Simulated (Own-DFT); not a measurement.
Simulation results for Al3GaN4 (wurtzite random alloy, strained, atoms displaced)

Computed with Own-DFT development build. A calculation, not a measurement: plane-wave PBE density functional theory by an unreviewed code, no spin, of a simulated periodic cell, stress positive in tension, free energy of the whole cell less one offset for each atom, forces on such cells passed a denser k mesh, this cell's mesh not checked; offsets are fitted by least squares, one for each functional and potential file, so energies compare only between cells with the same atoms and settings and are not formation energies; the far tail of each file's local potential was reset to the Coulomb form; each entry is a single point on an unrelaxed cell, so the pressure reflects the starting lattice, mostly measured values, from which strain is counted, and rises with the displacements; printed positions are rounded, which can move forces by about a meV/angstrom; the program is a retired in-house code; no spin-orbit coupling.

### Al3GaN4 (wurtzite random alloy, strained, atoms displaced)

```
Al3GaN4
1.0
      9.3703     0.0000     0.0000
     -4.6851     8.1149     0.0000
      0.0000     0.0000    10.0655
Al N Ga N Al N Al N Al Ga N Al N Ga Al N Al N Al N Al N Al N Ga Al N Al Ga N Ga N Al Ga N Al N Al N Al N
2 2 2 2 2 2 2 2 1 1 2 2 2 1 1 2 2 2 2 2 2 2 2 2 1 1 2 1 1 2 2 2 1 1 2 2 2 2 2 2 2
Direct
  0.11456 0.23003 0.99503
  0.21720 0.11483 0.24389
  0.10558 0.22875 0.18083
  0.22873 0.11321 0.42795
  0.11444 0.22116 0.49747
  0.23220 0.12061 0.75109
  0.10416 0.21228 0.69167
  0.21215 0.10291 0.94436
  0.10599 0.54699 0.99404
  0.21850 0.44740 0.24518
  0.11228 0.55442 0.19145
  0.21117 0.44168 0.43655
  0.11022 0.54993 0.50173
  0.22370 0.44150 0.75103
  0.11304 0.55115 0.67999
  0.21890 0.44768 0.93587
  0.11204 0.89034 0.00190
  0.21378 0.76267 0.24762
  0.10653 0.88669 0.19072
  0.21782 0.77322 0.44373
  0.10667 0.88780 0.50224
  0.22286 0.77408 0.75590
  0.11345 0.90510 0.70461
  0.23168 0.78016 0.93338
  0.44851 0.23030 0.00029
  0.55185 0.10443 0.24508
  0.45675 0.23776 0.19299
  0.55837 0.11863 0.43726
  0.44724 0.21743 0.50174
  0.54884 0.11150 0.74962
  0.44125 0.21097 0.68396
  0.55122 0.11723 0.94454
  0.43941 0.54739 0.99676
  0.55104 0.43966 0.24466
  0.43948 0.54788 0.19541
  0.55610 0.43418 0.43607
  0.43392 0.54659 0.50064
  0.54493 0.43635 0.75189
  0.45340 0.54895 0.69126
  0.56509 0.45733 0.94255
  0.44035 0.88705 0.00330
  0.56687 0.79079 0.25224
  0.44165 0.89379 0.19123
  0.54879 0.77607 0.43636
  0.44253 0.89224 0.49503
  0.55763 0.77475 0.74595
  0.43836 0.88151 0.68966
  0.56438 0.78137 0.94492
  0.78322 0.23046 0.00282
  0.88525 0.11113 0.24932
  0.77142 0.23623 0.19217
  0.89121 0.11500 0.43733
  0.77511 0.21631 0.50523
  0.89960 0.10992 0.74781
  0.77801 0.22148 0.68782
  0.88642 0.12707 0.94349
  0.78281 0.56966 0.00038
  0.90184 0.44523 0.25477
  0.79054 0.56202 0.19544
  0.88314 0.44098 0.44247
  0.78160 0.55624 0.49898
  0.88405 0.42952 0.74998
  0.78426 0.56847 0.69729
  0.88361 0.44385 0.95237
  0.78049 0.88636 0.99354
  0.88940 0.78283 0.24390
  0.78199 0.88180 0.18510
  0.88217 0.77950 0.43062
  0.78216 0.88658 0.49521
  0.89405 0.77536 0.74570
  0.77478 0.88203 0.68759
  0.88748 0.77221 0.94848
```

It was run with functional PBE, potential files PseudoDojo norm-conserving, scalar-relativistic, standard set with the stringent files for Ga, wave cutoff 96 hartree, occupations Gaussian, smearing width 0.01 eV and k mesh 4 x 4 x 3 centred on Gamma.

It finds free energy of cell above offsets -21.691 eV; pressure 7.5 GPa; stress xx -7.59 GPa; stress yy -9.03 GPa; stress zz -5.87 GPa; stress yz -0.64 GPa; stress xz 0.8 GPa; stress xy 0.39 GPa.

Force:
```csv
element,x (eV/Å),y (eV/Å),z (eV/Å)
Al,-0.731,-1.331,0.437
Al,1.058,0.197,-0.536
N,1.228,0.021,0.518
N,-0.061,-0.922,1.66
Ga,0.066,-0.315,-0.205
Ga,-0.944,-0.519,1.241
N,2.374,3.48,-0.875
N,-0.049,2.046,0.035
Al,-0.808,1.669,0.941
Al,1.398,-0.689,0.791
N,1.294,-1.044,-2.67
N,1.434,0.623,-0.188
Al,-1.363,0.493,-1.007
Al,-0.386,0.296,-1.227
N,-0.247,-0.129,3.09
N,1.291,-0.399,-0.19
Al,0.241,-1.197,0.003
Ga,-0.536,3.163,1.293
N,0.623,1.175,-0.682
N,-1.249,-0.348,0.014
Al,0.226,0.362,-0.471
Al,-0.575,0.213,-2.177
N,1.207,-3.466,-2.506
N,-1.466,-1.147,2.187
Ga,-0.68,-0.103,1.086
Al,-0.837,2.655,0.895
N,-1.058,-4.182,-0.781
N,-0.078,-1.289,-0.622
Al,-0.837,0.781,-1.927
Al,2.007,-1.463,0.915
N,0.48,2.428,0.555
N,1.936,-1.226,-1.292
Al,0.014,1.987,1.333
Al,1.505,2.951,1.712
N,-0.458,1.444,-1.291
N,-1.018,1.253,1.206
Al,1.329,0.384,-1.257
Al,3.007,0.538,0.102
N,-2.92,0.349,-0.575
N,-0.797,-0.896,-1.28
Al,1.319,0.816,-0.586
Al,-0.642,-1.98,-0.97
N,1.248,-1.21,-0.562
N,1.618,-0.42,0.596
Ga,0.065,-0.06,0.63
Al,-0.476,0.323,0.825
N,0.615,0.757,0.781
N,-1.631,-0.938,-1.009
Al,-2.149,-0.707,0.887
Ga,-0.518,0.278,-0.961
N,1.163,-3.111,-1.022
N,0.218,-1.727,0.722
Ga,-0.164,0.726,-1.496
Ga,-3.508,-1.659,1.396
N,-0.845,-1.082,1.821
N,2.362,-2.063,-0.475
Al,0.795,-2.928,1.938
Ga,-2.828,0.457,0.385
N,-1.729,-0.167,-1.062
N,1.252,1.041,1.122
Al,-1.178,-0.096,-0.158
Al,-0.446,2.683,0.545
N,0.464,-3.748,-1.32
N,0.472,1.025,-2.416
Al,-0.173,1.306,0.763
Al,1.19,-1.605,0.641
N,-2.099,1.315,-0.4
N,1.737,-0.299,1.381
Al,-1.758,0.378,0.522
Al,-1.011,1.671,1.763
N,0.552,0.112,-0.292
N,0.467,3.069,-2.249
```
